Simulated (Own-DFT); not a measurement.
# How strain changes the stress of wurtzite GaN, 72 atoms (Ga36N36)

These are calculations, not measurements. The program, named Own-DFT, is a retired in-house plane-wave density functional code that no person has reviewed. Each row is one single-point run on a periodic cell that was not relaxed, without spin or spin-orbit coupling.

Settings of every run: PBE; PseudoDojo norm-conserving scalar-relativistic files (stringent for Ga); cutoff 96 hartree; 4 x 4 x 3 k mesh centred on Gamma; Gaussian smearing of 0.01 eV.

Known limits: forces not confirmed at this smearing and k mesh; stress not checked against mesh or cutoff.

Unstrained cell vectors in Å: (9.567, 0.000, 0.000); (-4.784, 8.285, 0.000); (0.000, 0.000, 10.370). The unstrained cell has measured lattice constants (interpolated for alloys), not those of this functional. That, the random moves and any unrelaxed bonds set the pressure at no strain. Each run strains this cell uniformly, with the atoms carried along. Every atom was also moved at random, by a Gaussian of width 0.05 Å on each axis. Strain is the symmetric tensor, in per cent. Stress is positive in tension, and the pressure is minus a third of its trace.

```
run  e_xx (%)  e_yy (%)  e_zz (%)  s_xx (GPa)  s_yy (GPa)  s_zz (GPa)  P (GPa)  E (meV/atom)
  1      0.00      0.00      2.50       -5.84       -4.65        2.01     2.82           9.4
  2      0.00      0.00      3.00       -6.52       -7.29        5.84     2.66          21.2
  3      0.00      0.00     -1.50       -9.38       -7.67      -15.21    10.75          35.6
  4      0.00      0.00     -1.00      -11.14       -6.30      -10.38     9.27          20.6
  5      0.00      0.00     -1.75       -7.57       -7.44      -16.81    10.60          17.1
  6      0.00      0.00      1.25       -5.38       -5.49       -2.84     4.57           0.0
  7      0.00      0.00      0.50       -6.01       -6.71       -6.82     6.51          25.8
  8      0.00      0.00      1.00       -7.20       -5.57       -2.81     5.19           5.3
  9      0.00      0.00      2.00           ?           ?           ?        ?             ?
```

E is the free energy for each atom above the lowest run shown.

## Worked fit

The change of volume is close to e_xx + e_yy + e_zz. A straight line through the runs shown gives P = 7.46 - 183 x (fractional change of volume) GPa, with an error of 10 on the slope and a scatter of 0.47 GPa. The strain isn't the same on all axes and the cell isn't cubic, so the slope belongs to this path and is not the bulk modulus.

## Withheld run

Question: what pressure should run 9 give? Its volume changes by 2.00 %.

The line gives 3.8 GPa. The calculation gave 3.56 GPa.
